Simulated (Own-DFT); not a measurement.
# Bulk modulus against bond length in tetrahedral crystals

Everything here is calculated. The program is Own-DFT (plane waves, in-house, since retired, never reviewed by a person); positions were held fixed, and spin and spin-orbit coupling were off.

Keep in mind (not all hold for every row): forces on such cells moved up to 12 meV/angstrom on a denser k mesh; forces not confirmed at this smearing and k mesh; k mesh not checked against a denser one; forces on such cells passed a denser k mesh, each cell not checked; stress not checked against mesh or cutoff.

All runs are PBE with PseudoDojo norm-conserving files; cutoff and k mesh are each material's own. Every cell starts from measured lattice constants and was given uniform random strains and small random moves of its atoms. Each triple is the change of volume in per cent, the rms move u in Å and the pressure in GPa.

- wurtzite AlN (Al64N64), 10.45 Å³/atom unstrained: (-3.74, 0.050, 14.28); (-2.46, 0.052, 11.52); (-1.82, 0.054, 10.24); (-1.60, 0.050, 9.28); (-1.04, 0.054, 8.24); (0.18, 0.049, 4.92); (1.48, 0.051, 2.75)
- wurtzite GaN (Ga36N36), 11.42 Å³/atom unstrained: withheld
- diamond silicon (Si64), 20.02 Å³/atom unstrained: (-3.43, 0.052, 6.49); (-3.07, 0.049, 6.01); (-0.36, 0.049, 3.20); (-0.31, 0.051, 3.22); (1.61, 0.049, 1.20); (1.83, 0.053, 0.94); (2.83, 0.048, 0.14)
- zincblende GaP (Ga32P32), 20.24 Å³/atom unstrained: (-3.42, 0.047, 6.74); (-3.22, 0.044, 6.41); (-2.13, 0.051, 5.52); (-1.56, 0.050, 4.68); (0.02, 0.052, 3.50); (2.11, 0.048, 1.49); (2.52, 0.049, 1.12)
- zincblende InP (In48P48), 25.27 Å³/atom unstrained: (-2.99, 0.054, 6.15); (-2.15, 0.048, 5.43); (-1.80, 0.046, 5.03); (2.10, 0.053, 2.26); (2.17, 0.052, 2.05); (2.68, 0.049, 1.74); (2.86, 0.051, 1.66)
- grey tin (Sn64), 34.15 Å³/atom unstrained: (-1.68, 0.051, 4.66); (-1.39, 0.047, 4.46); (-0.80, 0.049, 4.15); (-0.34, 0.045, 3.81); (0.10, 0.052, 3.67); (0.24, 0.054, 3.65); (1.07, 0.047, 3.18)

## What the rows give

Fit a line to each set against the fractional change of volume; B is minus its slope, and u is nearly the same within a set. To take it to zero pressure, assume that B rises by 4 GPa for each GPa: B0 = B - 4 x (mean pressure). The bond length of an ideal tetrahedral crystal with the unstrained volume v is d = (√3/4)(8 v)^(1/3). Cohen's empirical rule reads B0 = (1971 - 220 L) d^(-3.5) GPa, with L = 0 for group IV crystals and SiC and 1 for III-V compounds.

```
                material  L  d (Å)  B (GPa)  mean P (GPa)  B0 (GPa)  rule (GPa)
  wurtzite AlN (Al64N64)  1  1.893  227 ± 7           8.7   192 ± 7         188
  wurtzite GaN (Ga36N36)  1  1.950        ?             ?         ?         169
  diamond silicon (Si64)  0  2.352  102 ± 1           3.0    90 ± 1          99
zincblende GaP (Ga32P32)  1  2.360   93 ± 2           4.2    76 ± 2          87
zincblende InP (In48P48)  1  2.541   76 ± 1           3.5    62 ± 1          67
         grey tin (Sn64)  0  2.810   53 ± 2           3.9    37 ± 2          53
```

A line through ln[B0/(1971 - 220 L)] against ln d has a slope of -4.3 ± 0.3 and a scatter of 8 %. Against the rule, B0 stands at 103 % for wurtzite AlN, 91 % for diamond silicon, 88 % for zincblende GaP, 93 % for zincblende InP, 70 % for grey tin. PBE tends to make silicon and heavier crystals too soft, and the rule itself is only a guide.

## Prediction

The question: what B0 does the fitted trend give for wurtzite GaN (Ga36N36)?

Estimate: 175 GPa. Its own runs give B = 191 ± 9 GPa at a mean pressure of 5.2 GPa, so B0 = 171 GPa.
